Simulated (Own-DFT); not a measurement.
# Misfit strain and the stress it brings: wurtzite AlGaN with randomly placed atoms, 72 atoms (Al9Ga27N36)

The numbers are computed, not measured, by runs of the plane-wave DFT program Own-DFT (in-house, retired, unreviewed) at fixed positions, with no spin and no spin-orbit coupling.

Settings: PBE; PseudoDojo norm-conserving scalar-relativistic files (stringent for Ga); cutoff 96 hartree; 4 x 4 x 3 k mesh centred on Gamma; Gaussian smearing of 0.01 eV.

Known weak points: forces on such cells passed a denser k mesh, each cell not checked; stress not checked against mesh or cutoff.

Unstrained cell vectors in Å: (9.509, 0.000, 0.000); (-4.755, 8.235, 0.000); (0.000, 0.000, 10.268). The unstrained cell has measured lattice constants (interpolated for alloys), not those of this functional. That, the random moves and any unrelaxed bonds set the pressure at no strain. Each run strains x and y alike by e, as a substrate would, and holds the height along z. Each atom got a random Gaussian move of width 0.05 Å along each axis. The random placing of the alloy's atoms differs from row to row. Stress is positive in tension.

| e (%) | u (Å) | (s_xx + s_yy)/2 (GPa) | s_zz (GPa) |
|---|---|---|---|
| -2.25 | 0.049 | -21.53 | -10.65 |
| -1.75 | 0.052 | -17.50 | -10.58 |
| 0.25 | 0.051 | -5.72 | -8.19 |
| 0.75 | 0.054 | -3.70 | -5.45 |
| 1.00 | 0.048 | -1.96 | -5.31 |
| 1.50 | 0.052 | 0.67 | -5.63 |
| 2.00 | 0.049 | 3.21 | -5.05 |
| 2.25 | 0.048 | 4.38 | -5.48 |
| 2.75 | 0.046 | ? | ? |
| 3.00 | 0.048 | 7.20 | -2.84 |

## Worked fit

With e as a fraction, the in-plane stress is -7.3 + 564 e - 2533 e² GPa (errors 7 and 445, scatter 0.34), and s_zz is -7.7 + 144 e GPa (slope ± 16, scatter 0.81). At e = 0 the first slope is C11 + C12 and the second 2 C13, both with the ions held to the strained lattice and at the cell's own pressure. The term in e² is negative: the layer stiffens under compression and softens under tension. A free layer would change its height as e changes, and the in-plane slope would drop by 2 C13²/C33 to the biaxial modulus. At fixed height, a misfit of 1 % moves the in-plane stress by about 5.6 GPa and s_zz by 1.4 GPa.

## Prediction

Asked: what are the two stresses at e = 2.75 %?

The fit gives 6.3 and -3.7 GPa. The hidden result is 6.32 and -3.42 GPa.
